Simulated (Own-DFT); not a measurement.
# What a defect does to the pressure of its cell: B20 RuSi

Calculated, not measured: single-point runs of Own-DFT, a retired in-house plane-wave DFT program that no person has reviewed, on unrelaxed cells, without spin or spin-orbit coupling.

Method: PBE; PseudoDojo norm-conserving scalar-relativistic files; cutoff 50 hartree; 5 x 4 x 5 k mesh centred on Gamma; cold (Marzari-Vanderbilt) smearing of 0.2 eV.

Caveats (not all hold for every row): not probed for a lower state with spin; forces on such cells failed a check on a denser k mesh; stress not checked against mesh or cutoff.

All runs share one cell, with vectors in Å (4.709, 0.000, 4.709); (0.000, 9.417, 0.000); (-4.709, 0.000, 4.709) and a volume of 417.6 Å³. The atoms are randomly displaced, by u rms on each axis. The defect's site can differ from row to row.

| cell | formula | u (Å) | P (GPa) |
|---|---|---|---|
| no defect | Ru16Si16 | 0.0187 | 4.70 |
| no defect | Ru16Si16 | 0.0485 | 6.84 |
| no defect | Ru16Si16 | 0.0505 | 7.26 |
| one Ru on a Si site | Ru17Si15 | 0.0299 | 8.32 |
| one Ru on a Si site | Ru17Si15 | 0.0507 | 10.27 |
| one Ru on a Si site | Ru17Si15 | 0.0517 | 10.08 |
| one Ru vacancy | Ru15Si16 | 0.0289 | 3.12 |
| one Ru vacancy | Ru15Si16 | 0.0305 | 2.16 |
| one Ru vacancy | Ru15Si16 | 0.0476 | 3.11 |
| one Si on a Ru site | Ru15Si17 | 0.0285 | 5.85 |
| one Si on a Ru site | Ru15Si17 | 0.0287 | ? |
| one Si on a Ru site | Ru15Si17 | 0.0470 | 6.33 |
| one Si on a Ru site | Ru15Si17 | 0.0496 | 7.07 |
| one Si vacancy | Ru16Si15 | 0.0292 | 1.62 |
| one Si vacancy | Ru16Si15 | 0.0324 | 1.94 |
| one Si vacancy | Ru16Si15 | 0.0498 | 2.43 |

## Fit

P = P0 + c u² + a shift for each defect gives P0 = 4.87 GPa, c = 797 ± 145 GPa/Å² and a scatter of 0.44 GPa. The shifts, and each times the cell's volume:

- one Ru on a Si site: 3.05 ± 0.37 GPa, 7.9 eV
- one Si on a Ru site: 0.09 ± 0.36 GPa, 0.2 eV (not resolved)
- one Ru vacancy: -3.15 ± 0.37 GPa, -8.2 eV
- one Si vacancy: -4.04 ± 0.37 GPa, -10.5 eV

A positive shift means that the defect pushes the cell outwards. Shift times volume (160.2 GPa Å³ is 1 eV) depends little on the cell's size, so, taken for each site, it can be compared between cells at like pressure. The atoms around the defects weren't relaxed, which would change these numbers.

## Check

Asked: what pressure belongs in the blank (one Si on a Ru site, u = 0.0287 Å)?

The fit gives 5.62 ± 0.53 GPa. DFT gave 5.67 GPa.
